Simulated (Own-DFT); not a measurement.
# Computed records: Si3Ge (layered order of Si and Ge on the diamond lattice, atoms displaced)

Computed with Own-DFT development build. A calculation, not a measurement: plane-wave PBE density functional theory by an unreviewed code, no spin, of a simulated periodic cell, stress positive in tension, free energy of the whole cell less one offset for each atom, forces on such cells passed a denser k mesh, this cell's mesh not checked; offsets are fitted by least squares, one for each functional and potential file, so energies compare only between cells with the same atoms and settings and are not formation energies; the far tail of each file's local potential was reset to the Coulomb form; each entry is a single point on an unrelaxed cell, so the pressure reflects the starting lattice, mostly measured values, from which strain is counted, and rises with the displacements; printed positions are rounded, which can move forces by about a meV/angstrom; the program is a retired in-house code; no spin-orbit coupling.

Settings shared by all entries: functional PBE; potential files PseudoDojo norm-conserving, scalar-relativistic, standard set; wave cutoff 42 hartree; occupations Fermi-Dirac; smearing width 0.1 eV; k mesh 3 x 3 x 3 centred on Gamma.

(1) 
```cif
# cell vector a (Å): 10.9755 0.0000 0.0000
# cell vector b (Å): 0.0000 10.9755 0.0000
# cell vector c (Å): 0.0000 0.0000 10.9755
data_Si3Ge
_symmetry_space_group_name_H-M 'P 1'
_symmetry_Int_Tables_number 1
_cell_length_a 10.9755
_cell_length_b 10.9755
_cell_length_c 10.9755
_cell_angle_alpha 90.000
_cell_angle_beta 90.000
_cell_angle_gamma 90.000
_cell_volume 1322.13
loop_
_atom_site_label
_atom_site_type_symbol
_atom_site_fract_x
_atom_site_fract_y
_atom_site_fract_z
_atom_site_occupancy
Ge1 Ge 0.99667 0.00485 0.00582 1
Si1 Si 0.99345 0.25065 0.24924 1
Si2 Si 0.25006 0.00432 0.25400 1
Ge2 Ge 0.25040 0.25279 0.00501 1
Ge3 Ge 0.12128 0.12362 0.12193 1
Si3 Si 0.12572 0.37402 0.37532 1
Si4 Si 0.37280 0.12388 0.37874 1
Ge4 Ge 0.37686 0.37827 0.12326 1
Si5 Si 0.00142 0.99802 0.49536 1
Si6 Si 0.00123 0.25127 0.75054 1
Si7 Si 0.24908 0.99854 0.74494 1
Si8 Si 0.25065 0.25228 0.49907 1
Si9 Si 0.12889 0.13023 0.62897 1
Si10 Si 0.12396 0.37088 0.87766 1
Si11 Si 0.37894 0.12351 0.87447 1
Si12 Si 0.37553 0.37879 0.62278 1
Ge5 Ge 0.99516 0.50241 0.99403 1
Si13 Si 0.99940 0.74972 0.24981 1
Si14 Si 0.24803 0.50369 0.24747 1
Ge6 Ge 0.24860 0.75146 0.99619 1
Ge7 Ge 0.12703 0.62475 0.12142 1
Si15 Si 0.12172 0.88043 0.37583 1
Si16 Si 0.37427 0.62822 0.37360 1
Ge8 Ge 0.37649 0.87714 0.12563 1
Si17 Si 0.00175 0.50051 0.50167 1
Si18 Si 0.00178 0.74704 0.75351 1
Si19 Si 0.24634 0.50174 0.75055 1
Si20 Si 0.24625 0.74797 0.50195 1
Si21 Si 0.12432 0.62512 0.62919 1
Si22 Si 0.12909 0.87370 0.87253 1
Si23 Si 0.37230 0.62485 0.87106 1
Si24 Si 0.37285 0.87161 0.62483 1
Ge9 Ge 0.50412 0.00155 0.99892 1
Si25 Si 0.49943 0.25088 0.25205 1
Si26 Si 0.74719 0.00180 0.24603 1
Ge10 Ge 0.74725 0.24979 0.00135 1
Ge11 Ge 0.62055 0.12734 0.12446 1
Si27 Si 0.62798 0.37293 0.37418 1
Si28 Si 0.87261 0.12953 0.37548 1
Ge12 Ge 0.87919 0.37350 0.12496 1
Si29 Si 0.49759 0.00381 0.49828 1
Si30 Si 0.50276 0.24987 0.75632 1
Si31 Si 0.75131 0.99874 0.75199 1
Si32 Si 0.75378 0.24946 0.50122 1
Si33 Si 0.62820 0.12445 0.62581 1
Si34 Si 0.62532 0.36906 0.87319 1
Si35 Si 0.87497 0.12440 0.87696 1
Si36 Si 0.87530 0.37338 0.62394 1
Ge13 Ge 0.50007 0.49699 0.00131 1
Si37 Si 0.50048 0.74849 0.24685 1
Si38 Si 0.74813 0.50103 0.24810 1
Ge14 Ge 0.74921 0.74688 0.00057 1
Ge15 Ge 0.62232 0.62515 0.12824 1
Si39 Si 0.62453 0.87493 0.37511 1
Si40 Si 0.87474 0.62684 0.37161 1
Ge16 Ge 0.87308 0.87205 0.12696 1
Si41 Si 0.49713 0.50273 0.49939 1
Si42 Si 0.50279 0.74972 0.74531 1
Si43 Si 0.74869 0.49895 0.75404 1
Si44 Si 0.74980 0.75344 0.50132 1
Si45 Si 0.62365 0.62843 0.63116 1
Si46 Si 0.62718 0.87228 0.88120 1
Si47 Si 0.87316 0.62503 0.87150 1
Si48 Si 0.87523 0.87295 0.62927 1
_calc_free_energy_of_cell_above_offsets '-5.116'  # eV
_calc_pressure 2.51  # GPa
_calc_stress_xx -2.54  # GPa
_calc_stress_yy -2.53  # GPa
_calc_stress_zz -2.46  # GPa
_calc_stress_yz 0.21  # GPa
_calc_stress_xz -0.3  # GPa
_calc_stress_xy 0.04  # GPa
```

Force:
```csv
element,x (eV/Å),y (eV/Å),z (eV/Å)
Ge,-0.012,-1.465,-1.668
Si,1.155,-0.262,0.855
Si,-0.214,-0.403,-0.097
Ge,0.172,-0.68,-1.096
Ge,0.687,0.748,1.699
Si,-0.293,0.245,-0.371
Si,0.177,0.675,-0.378
Ge,-0.346,-0.271,1.513
Si,-0.593,0.974,1.227
Si,-0.327,-0.246,0.181
Si,0.465,0.196,0.582
Si,0.103,-0.01,0.322
Si,-0.539,-0.506,-0.854
Si,0.097,0.651,-0.722
Si,-0.85,0.036,-0.344
Si,-0.037,-0.33,0.587
Ge,0.616,-0.314,-0.001
Si,0.465,0.081,0.425
Si,0.345,-0.47,0.864
Ge,0.702,0.005,-0.093
Ge,-0.728,0.181,0.422
Si,0.66,-1.006,-0.419
Si,-0.223,-0.163,0.005
Ge,-0.342,0.05,0.374
Si,-0.239,0.075,-0.271
Si,-0.159,0.458,-0.274
Si,0.227,-0.686,0.061
Si,0.022,0.356,-0.347
Si,-0.177,-0.124,-0.416
Si,-0.976,0.826,-0.125
Si,0.615,-0.003,-0.18
Si,0.338,0.372,-0.409
Ge,-0.524,-0.365,-0.458
Si,-0.345,-0.027,0.547
Si,0.076,-0.022,1.046
Ge,0.544,-0.006,-0.519
Ge,0.293,0.032,0.847
Si,-0.262,0.397,0.382
Si,0.114,-0.94,-0.265
Ge,-0.926,0.697,0.111
Si,0.335,-0.72,0.52
Si,-0.503,-0.169,-1.39
Si,-0.093,-0.127,0.166
Si,-0.59,0.124,0.079
Si,-0.33,0.07,0.087
Si,0.149,0.965,0.221
Si,-0.121,0.309,-0.728
Si,0.106,0.498,0.332
Ge,0.325,0.623,-1.512
Si,-0.277,0.599,1.152
Si,0.48,-0.357,0.639
Ge,0.216,-0.17,-0.327
Ge,0.218,-0.369,-0.109
Si,-0.152,0.278,-0.176
Si,-0.131,-0.254,0.62
Ge,0.045,0.292,0.391
Si,0.679,0.019,-0.069
Si,-0.658,0.548,1.205
Si,-0.048,-0.216,-0.661
Si,0.04,-0.443,0.058
Si,0.588,-0.79,-1.149
Si,-0.223,0.172,-1.45
Si,-0.192,0.125,-0.236
Si,0.376,0.235,-0.407
```

(2) 
```cif
# cell vector a (Å): 10.9755 0.0000 0.0000
# cell vector b (Å): 0.0000 10.9755 0.0000
# cell vector c (Å): 0.0000 0.0000 10.9755
data_Si3Ge
_symmetry_space_group_name_H-M 'P 1'
_symmetry_Int_Tables_number 1
_cell_length_a 10.9755
_cell_length_b 10.9755
_cell_length_c 10.9755
_cell_angle_alpha 90.000
_cell_angle_beta 90.000
_cell_angle_gamma 90.000
_cell_volume 1322.13
loop_
_atom_site_label
_atom_site_type_symbol
_atom_site_fract_x
_atom_site_fract_y
_atom_site_fract_z
_atom_site_occupancy
Ge1 Ge 0.99822 0.00191 0.99984 1
Si1 Si 0.99760 0.25578 0.25615 1
Si2 Si 0.24942 0.99921 0.24956 1
Ge2 Ge 0.24814 0.24987 0.99601 1
Ge3 Ge 0.12095 0.12564 0.12721 1
Si3 Si 0.12532 0.37783 0.37349 1
Si4 Si 0.37070 0.12427 0.37668 1
Ge4 Ge 0.37858 0.37649 0.12461 1
Si5 Si 0.00680 0.00214 0.50005 1
Si6 Si 0.00450 0.25034 0.75057 1
Si7 Si 0.24451 0.00302 0.75190 1
Si8 Si 0.25228 0.25151 0.50026 1
Si9 Si 0.12314 0.12605 0.62766 1
Si10 Si 0.12658 0.37745 0.87796 1
Si11 Si 0.37564 0.12968 0.87324 1
Si12 Si 0.37331 0.37676 0.62433 1
Ge5 Ge 0.99646 0.50369 0.99814 1
Si13 Si 0.99783 0.74698 0.25002 1
Si14 Si 0.25003 0.50176 0.25314 1
Ge6 Ge 0.25424 0.75280 0.00039 1
Ge7 Ge 0.12059 0.62433 0.12817 1
Si15 Si 0.12235 0.87440 0.37413 1
Si16 Si 0.37681 0.62720 0.37631 1
Ge8 Ge 0.37356 0.87477 0.12469 1
Si17 Si 0.00324 0.49746 0.49934 1
Si18 Si 0.99514 0.75198 0.75325 1
Si19 Si 0.24950 0.50303 0.75234 1
Si20 Si 0.25073 0.75525 0.49835 1
Si21 Si 0.12779 0.62266 0.62444 1
Si22 Si 0.12586 0.87688 0.87796 1
Si23 Si 0.37694 0.62254 0.87771 1
Si24 Si 0.37446 0.87484 0.62858 1
Ge9 Ge 0.50442 0.00846 0.00046 1
Si25 Si 0.49785 0.24773 0.24826 1
Si26 Si 0.74885 0.99929 0.24967 1
Ge10 Ge 0.75167 0.24470 0.99507 1
Ge11 Ge 0.63108 0.12886 0.12818 1
Si27 Si 0.62510 0.37763 0.37827 1
Si28 Si 0.87964 0.12803 0.37717 1
Ge12 Ge 0.87386 0.37454 0.12485 1
Si29 Si 0.49970 0.99789 0.50172 1
Si30 Si 0.49609 0.24743 0.74638 1
Si31 Si 0.74904 0.99955 0.74872 1
Si32 Si 0.75017 0.25634 0.50090 1
Si33 Si 0.62790 0.12228 0.62597 1
Si34 Si 0.61816 0.37535 0.87646 1
Si35 Si 0.87332 0.12257 0.87590 1
Si36 Si 0.87464 0.37334 0.62230 1
Ge13 Ge 0.49662 0.49780 0.00261 1
Si37 Si 0.50062 0.75164 0.25039 1
Si38 Si 0.75074 0.50661 0.24896 1
Ge14 Ge 0.74624 0.74937 0.00109 1
Ge15 Ge 0.62340 0.62186 0.12399 1
Si39 Si 0.62475 0.87055 0.37823 1
Si40 Si 0.87021 0.62235 0.37530 1
Ge16 Ge 0.87695 0.87178 0.12259 1
Si41 Si 0.49856 0.49559 0.49945 1
Si42 Si 0.50147 0.75076 0.75072 1
Si43 Si 0.75039 0.49306 0.74991 1
Si44 Si 0.74752 0.75026 0.50343 1
Si45 Si 0.62363 0.62434 0.62486 1
Si46 Si 0.62994 0.87342 0.87791 1
Si47 Si 0.87306 0.62736 0.87557 1
Si48 Si 0.87421 0.87387 0.62273 1
_calc_free_energy_of_cell_above_offsets '-5.386'  # eV
_calc_pressure 2.43  # GPa
_calc_stress_xx -2.4  # GPa
_calc_stress_yy -2.4  # GPa
_calc_stress_zz -2.48  # GPa
_calc_stress_yz 0.07  # GPa
_calc_stress_xz -0.3  # GPa
_calc_stress_xy 0.17  # GPa
```

Force:
```csv
element,x (eV/Å),y (eV/Å),z (eV/Å)
Ge,0.15,-0.261,-0.407
Si,0.325,-0.326,-0.262
Si,-0.298,0.016,0.54
Ge,0.235,0.068,0.42
Ge,0.221,0.434,0.654
Si,0.381,-0.345,0.364
Si,0.565,-0.173,-0.162
Ge,-1.268,-0.656,1.004
Si,-0.82,-0.24,0.109
Si,-0.795,0.215,0.285
Si,0.74,-0.231,0.022
Si,-0.676,-0.006,0.069
Si,0.577,0.2,-0.399
Si,-0.38,0.21,-0.894
Si,-0.27,-0.66,-0.453
Si,-0.031,-0.072,0.304
Ge,0.2,-0.369,-0.277
Si,-0.263,0.236,0.952
Si,0.277,0.063,0.056
Ge,-0.848,-0.822,-0.519
Ge,0.849,0.132,0.001
Si,0.241,0.027,-0.244
Si,-0.134,-0.083,0.016
Ge,0.887,0.799,0.598
Si,-0.498,0.392,0.097
Si,0.767,-0.177,-0.423
Si,0.194,-0.363,-0.079
Si,-0.037,-0.542,0.302
Si,-0.446,0.797,0.078
Si,-0.276,-0.16,-0.692
Si,-0.082,0.548,-0.833
Si,-0.214,0.323,0.034
Ge,-0.329,-0.763,-0.491
Si,0.334,0.275,1.149
Si,0.626,-0.276,0.99
Ge,-0.348,1.132,-0.159
Ge,-0.426,-0.19,0.521
Si,-0.072,-0.213,-0.939
Si,-0.729,-0.335,0.103
Ge,-0.192,0.129,0.357
Si,-0.039,0.154,-0.079
Si,0.5,0.427,-0.056
Si,0.389,-0.338,0.195
Si,-0.085,-1.042,-0.151
Si,-0.376,0.523,-0.379
Si,0.531,-0.611,-0.833
Si,0.551,0.023,-1.374
Si,0.642,0.127,0.537
Ge,0.545,0.42,-0.928
Si,-0.035,-0.3,0.315
Si,-0.346,-1.152,0.489
Ge,0.477,-0.318,-0.354
Ge,-0.251,0.54,0.717
Si,0.002,0.64,-0.305
Si,0.705,0.545,0.533
Ge,-0.357,0.298,0.892
Si,0.005,0.798,0.199
Si,-0.007,-0.191,0.312
Si,-0.208,0.75,0.132
Si,0.248,-0.422,-0.271
Si,0.024,-0.427,0.226
Si,-0.875,0.649,-0.923
Si,-0.469,-0.329,-0.788
Si,0.295,0.503,0.103
```

(3) 
```cif
# cell vector a (Å): 10.9755 0.0000 0.0000
# cell vector b (Å): 0.0000 10.9755 0.0000
# cell vector c (Å): 0.0000 0.0000 10.9755
data_Si3Ge
_symmetry_space_group_name_H-M 'P 1'
_symmetry_Int_Tables_number 1
_cell_length_a 10.9755
_cell_length_b 10.9755
_cell_length_c 10.9755
_cell_angle_alpha 90.000
_cell_angle_beta 90.000
_cell_angle_gamma 90.000
_cell_volume 1322.13
loop_
_atom_site_label
_atom_site_type_symbol
_atom_site_fract_x
_atom_site_fract_y
_atom_site_fract_z
_atom_site_occupancy
Ge1 Ge 0.99862 0.99542 0.99902 1
Si1 Si 0.00237 0.24929 0.25004 1
Si2 Si 0.25765 0.00436 0.25658 1
Ge2 Ge 0.24546 0.25191 0.00282 1
Ge3 Ge 0.12762 0.12268 0.12537 1
Si3 Si 0.12251 0.37280 0.37709 1
Si4 Si 0.37782 0.12177 0.37334 1
Ge4 Ge 0.37634 0.37042 0.12693 1
Si5 Si 0.00297 0.00432 0.50060 1
Si6 Si 0.99862 0.25211 0.75297 1
Si7 Si 0.25216 0.00018 0.75120 1
Si8 Si 0.25519 0.25130 0.49994 1
Si9 Si 0.12444 0.12378 0.62739 1
Si10 Si 0.12347 0.37594 0.87505 1
Si11 Si 0.37175 0.12863 0.87622 1
Si12 Si 0.37188 0.37645 0.62036 1
Ge5 Ge 0.00316 0.50124 0.00277 1
Si13 Si 0.00190 0.74604 0.25152 1
Si14 Si 0.25184 0.50113 0.24700 1
Ge6 Ge 0.25027 0.75092 0.00190 1
Ge7 Ge 0.12726 0.62173 0.12235 1
Si15 Si 0.12542 0.87173 0.37493 1
Si16 Si 0.37033 0.62535 0.37247 1
Ge8 Ge 0.37439 0.87568 0.12327 1
Si17 Si 0.00048 0.49931 0.50083 1
Si18 Si 0.99928 0.74949 0.75047 1
Si19 Si 0.25206 0.50212 0.75064 1
Si20 Si 0.24804 0.74942 0.50203 1
Si21 Si 0.12928 0.62643 0.62656 1
Si22 Si 0.12288 0.86997 0.87714 1
Si23 Si 0.37248 0.62412 0.87236 1
Si24 Si 0.37997 0.87338 0.62471 1
Ge9 Ge 0.49780 0.00523 0.99952 1
Si25 Si 0.50361 0.24730 0.25169 1
Si26 Si 0.74753 0.99371 0.24823 1
Ge10 Ge 0.75496 0.24844 0.99909 1
Ge11 Ge 0.62617 0.12057 0.12705 1
Si27 Si 0.62088 0.37619 0.37243 1
Si28 Si 0.87657 0.12170 0.37286 1
Ge12 Ge 0.87539 0.37264 0.12903 1
Si29 Si 0.50159 0.00537 0.50565 1
Si30 Si 0.50269 0.24889 0.75014 1
Si31 Si 0.74925 0.99693 0.75151 1
Si32 Si 0.74582 0.25123 0.49972 1
Si33 Si 0.62432 0.12337 0.62351 1
Si34 Si 0.62748 0.37429 0.87713 1
Si35 Si 0.87825 0.12628 0.87565 1
Si36 Si 0.88057 0.37573 0.62407 1
Ge13 Ge 0.50236 0.50398 0.00367 1
Si37 Si 0.49575 0.75009 0.25017 1
Si38 Si 0.74851 0.50246 0.25174 1
Ge14 Ge 0.74760 0.74885 0.99770 1
Ge15 Ge 0.62374 0.62581 0.12274 1
Si39 Si 0.62626 0.87733 0.38155 1
Si40 Si 0.87615 0.62363 0.37062 1
Ge16 Ge 0.87602 0.86921 0.12856 1
Si41 Si 0.49960 0.49830 0.50172 1
Si42 Si 0.50345 0.75033 0.74973 1
Si43 Si 0.75156 0.49835 0.74815 1
Si44 Si 0.75187 0.75080 0.49827 1
Si45 Si 0.62215 0.62206 0.62086 1
Si46 Si 0.62308 0.87289 0.87666 1
Si47 Si 0.87624 0.62383 0.87419 1
Si48 Si 0.87409 0.87508 0.62274 1
_calc_free_energy_of_cell_above_offsets '-5.417'  # eV
_calc_pressure 2.42  # GPa
_calc_stress_xx -2.41  # GPa
_calc_stress_yy -2.43  # GPa
_calc_stress_zz -2.43  # GPa
_calc_stress_yz -0.28  # GPa
_calc_stress_xz -0.7  # GPa
_calc_stress_xy -0.57  # GPa
```

Force:
```csv
element,x (eV/Å),y (eV/Å),z (eV/Å)
Ge,0.157,0.238,-0.096
Si,-0.112,-0.341,0.618
Si,-1.132,-1.136,-0.492
Ge,0.332,0.031,-0.936
Ge,-0.338,-0.36,0.807
Si,0.636,0.312,-0.273
Si,0.55,0.928,0.968
Ge,0.251,0.427,0.39
Si,-0.291,-0.726,-0.181
Si,0.396,-0.251,-0.403
Si,-0.25,-0.468,0.062
Si,-0.842,-0.631,-0.29
Si,0.489,0.552,0.06
Si,0.247,0.214,-0.513
Si,0.129,0.119,-0.676
Si,0.688,-0.092,1
Ge,-0.89,-0.506,-0.917
Si,0.326,-0.005,0.139
Si,-0.349,-0.715,0.958
Ge,-0.038,-0.286,-0.913
Ge,0.155,0.595,1.084
Si,0.126,0.664,0.189
Si,0.419,-0.088,0.516
Ge,0.197,0.405,0.916
Si,0.293,0.423,-0.145
Si,-0.016,-0.021,-0.293
Si,-0.385,-0.603,-0.228
Si,0.516,0.217,-0.239
Si,-0.68,-0.236,0.059
Si,0.367,0.488,-0.936
Si,0.691,0.406,0.04
Si,-0.48,0.247,0.112
Ge,-0.016,-0.516,-0.735
Si,-0.291,-0.096,0.209
Si,0.483,0.194,1.006
Ge,-0.548,-0.06,-0.102
Ge,0.343,0.553,0.176
Si,0.452,0.074,0.454
Si,-0.517,0.357,0.024
Ge,0.049,0.481,0.353
Si,-0.338,-0.794,-0.697
Si,-0.452,0.353,-0.078
Si,0.109,0.278,-0.094
Si,0.694,-0.079,-0.24
Si,0.57,0.46,0.78
Si,-0.135,0.172,-0.611
Si,-0.294,-0.557,-0.7
Si,-0.871,-0.268,0.026
Ge,-0.777,-0.968,-1.306
Si,0.581,0.233,0.723
Si,-0.098,-0.366,0.026
Ge,0.568,0.003,-0.391
Ge,0.313,0.456,1.46
Si,-0.586,-0.238,-0.548
Si,-0.076,0.042,0.807
Ge,-0.214,0.088,0.094
Si,-0.523,0.25,-0.79
Si,-0.325,-0.447,-0.068
Si,-0.076,0.057,0.001
Si,-0.074,-0.495,0.074
Si,0.729,0.37,0.451
Si,-0.03,0.593,-0.501
Si,-0.174,-0.082,-0.427
Si,0.364,0.148,0.239
```

(4) 
```cif
# cell vector a (Å): 10.9755 0.0000 0.0000
# cell vector b (Å): 0.0000 10.9755 0.0000
# cell vector c (Å): 0.0000 0.0000 10.9755
data_Si3Ge
_symmetry_space_group_name_H-M 'P 1'
_symmetry_Int_Tables_number 1
_cell_length_a 10.9755
_cell_length_b 10.9755
_cell_length_c 10.9755
_cell_angle_alpha 90.000
_cell_angle_beta 90.000
_cell_angle_gamma 90.000
_cell_volume 1322.13
loop_
_atom_site_label
_atom_site_type_symbol
_atom_site_fract_x
_atom_site_fract_y
_atom_site_fract_z
_atom_site_occupancy
Ge1 Ge 0.00142 0.99891 0.00561 1
Si1 Si 0.00080 0.24614 0.25622 1
Si2 Si 0.25265 0.00559 0.24813 1
Ge2 Ge 0.24741 0.24752 0.00025 1
Ge3 Ge 0.12276 0.12167 0.13031 1
Si3 Si 0.12328 0.38030 0.37569 1
Si4 Si 0.37348 0.12343 0.37606 1
Ge4 Ge 0.37456 0.37203 0.13028 1
Si5 Si 0.00037 0.00015 0.50181 1
Si6 Si 0.00320 0.25543 0.75271 1
Si7 Si 0.25046 0.00350 0.75054 1
Si8 Si 0.24677 0.25402 0.49711 1
Si9 Si 0.12791 0.12023 0.62425 1
Si10 Si 0.12504 0.37053 0.87635 1
Si11 Si 0.37250 0.12530 0.87376 1
Si12 Si 0.37431 0.37085 0.62637 1
Ge5 Ge 0.99670 0.50161 0.00187 1
Si13 Si 0.99913 0.75249 0.24978 1
Si14 Si 0.25318 0.50361 0.25076 1
Ge6 Ge 0.24813 0.75203 0.99458 1
Ge7 Ge 0.12492 0.62555 0.12039 1
Si15 Si 0.12557 0.87788 0.37494 1
Si16 Si 0.37432 0.62326 0.37058 1
Ge8 Ge 0.37455 0.87295 0.12648 1
Si17 Si 0.99927 0.50105 0.50034 1
Si18 Si 0.99939 0.74887 0.74917 1
Si19 Si 0.24980 0.49897 0.75063 1
Si20 Si 0.24930 0.74894 0.49759 1
Si21 Si 0.12607 0.63273 0.62829 1
Si22 Si 0.12650 0.87763 0.87410 1
Si23 Si 0.37686 0.62485 0.87063 1
Si24 Si 0.37443 0.87478 0.62693 1
Ge9 Ge 0.49774 0.00257 0.99570 1
Si25 Si 0.49848 0.25349 0.25218 1
Si26 Si 0.75248 0.99977 0.24820 1
Ge10 Ge 0.74801 0.24733 0.99953 1
Ge11 Ge 0.62824 0.12567 0.12702 1
Si27 Si 0.62652 0.37701 0.37545 1
Si28 Si 0.87745 0.12440 0.37125 1
Ge12 Ge 0.87300 0.37816 0.12405 1
Si29 Si 0.49607 0.99991 0.50137 1
Si30 Si 0.49506 0.24826 0.74642 1
Si31 Si 0.74942 0.00067 0.75069 1
Si32 Si 0.74581 0.24712 0.50010 1
Si33 Si 0.62619 0.12546 0.62669 1
Si34 Si 0.62356 0.37775 0.87719 1
Si35 Si 0.87713 0.12770 0.87325 1
Si36 Si 0.87872 0.37699 0.62595 1
Ge13 Ge 0.50189 0.50113 0.00373 1
Si37 Si 0.49951 0.74644 0.24762 1
Si38 Si 0.75486 0.49839 0.24730 1
Ge14 Ge 0.75049 0.74809 0.00346 1
Ge15 Ge 0.62592 0.63020 0.12795 1
Si39 Si 0.62266 0.87909 0.37522 1
Si40 Si 0.87480 0.62281 0.37591 1
Ge16 Ge 0.87322 0.87734 0.12456 1
Si41 Si 0.50216 0.50161 0.49943 1
Si42 Si 0.49877 0.74417 0.74974 1
Si43 Si 0.75043 0.49979 0.74962 1
Si44 Si 0.75003 0.74680 0.49879 1
Si45 Si 0.62720 0.62571 0.62183 1
Si46 Si 0.62189 0.87944 0.87460 1
Si47 Si 0.87371 0.62430 0.87564 1
Si48 Si 0.87782 0.87624 0.62381 1
_calc_free_energy_of_cell_above_offsets '-5.352'  # eV
_calc_pressure 2.46  # GPa
_calc_stress_xx -2.5  # GPa
_calc_stress_yy -2.41  # GPa
_calc_stress_zz -2.47  # GPa
_calc_stress_yz 0.19  # GPa
_calc_stress_xz 0.22  # GPa
_calc_stress_xy -0.02  # GPa
```

Force:
```csv
element,x (eV/Å),y (eV/Å),z (eV/Å)
Ge,-0.212,0.197,-1.54
Si,-0.004,1.174,-0.331
Si,-0.016,-0.982,0.915
Ge,0.167,-0.024,-0.019
Ge,0.205,0.717,0.156
Si,0.144,-0.18,-0.24
Si,0.154,0.71,0.047
Ge,-0.243,0.417,-0.308
Si,0.031,0.053,-0.39
Si,-0.156,-0.981,-0.744
Si,0.061,-0.612,-0.075
Si,0.172,-0.506,0.24
Si,-0.412,1.099,0.026
Si,0.055,1.128,-0.139
Si,0.083,0.29,-0.437
Si,-0.167,0.76,-0.62
Ge,0.492,-0.399,-1.105
Si,0.158,-0.224,0.548
Si,-0.844,-0.457,-0.022
Ge,0.522,-0.223,-0.331
Ge,0.125,0.27,1.107
Si,0.101,-0.042,-0.184
Si,0.403,0.341,0.839
Ge,-0.009,0.274,0.023
Si,0.307,0.461,0.409
Si,-0.145,0.608,0.536
Si,-0.11,-0.048,-0.089
Si,0.258,0.397,0.028
Si,0.042,-1.119,-0.491
Si,-0.529,0.063,-0.669
Si,-0.332,-0.447,0.351
Si,-0.108,-0.329,-0.091
Ge,0.074,-0.038,0.404
Si,0.571,-0.785,0.802
Si,-0.367,0.057,0.905
Ge,0.356,0.542,-0.764
Ge,-0.889,-0.095,0.519
Si,0.013,-0.018,-0.141
Si,-0.609,-0.249,0.989
Ge,0.453,-1.293,0.569
Si,0.398,0.12,0.203
Si,0.742,0.167,0.737
Si,0.354,-0.074,-0.091
Si,0.851,0.388,-0.095
Si,-0.487,-0.286,-0.152
Si,-0.083,-0.511,-0.944
Si,0.103,-0.286,-0.164
Si,-0.545,-0.398,-0.195
Ge,-0.451,0.1,-0.514
Si,-0.072,0.861,1.174
Si,-0.827,0.53,1.081
Ge,-0.146,0.751,-1.38
Ge,0.205,-1.052,0.479
Si,0.144,-0.571,-0.094
Si,0.171,0.237,-0.335
Ge,0.139,-0.577,0.657
Si,-0.419,-0.29,0.081
Si,0.56,0.911,-0.336
Si,-0.114,-0.008,-0.019
Si,0.093,0.817,-0.134
Si,-0.17,-0.189,0.444
Si,0.368,-0.962,-0.532
Si,-0.017,0.148,-0.67
Si,-0.592,-0.336,0.119
```
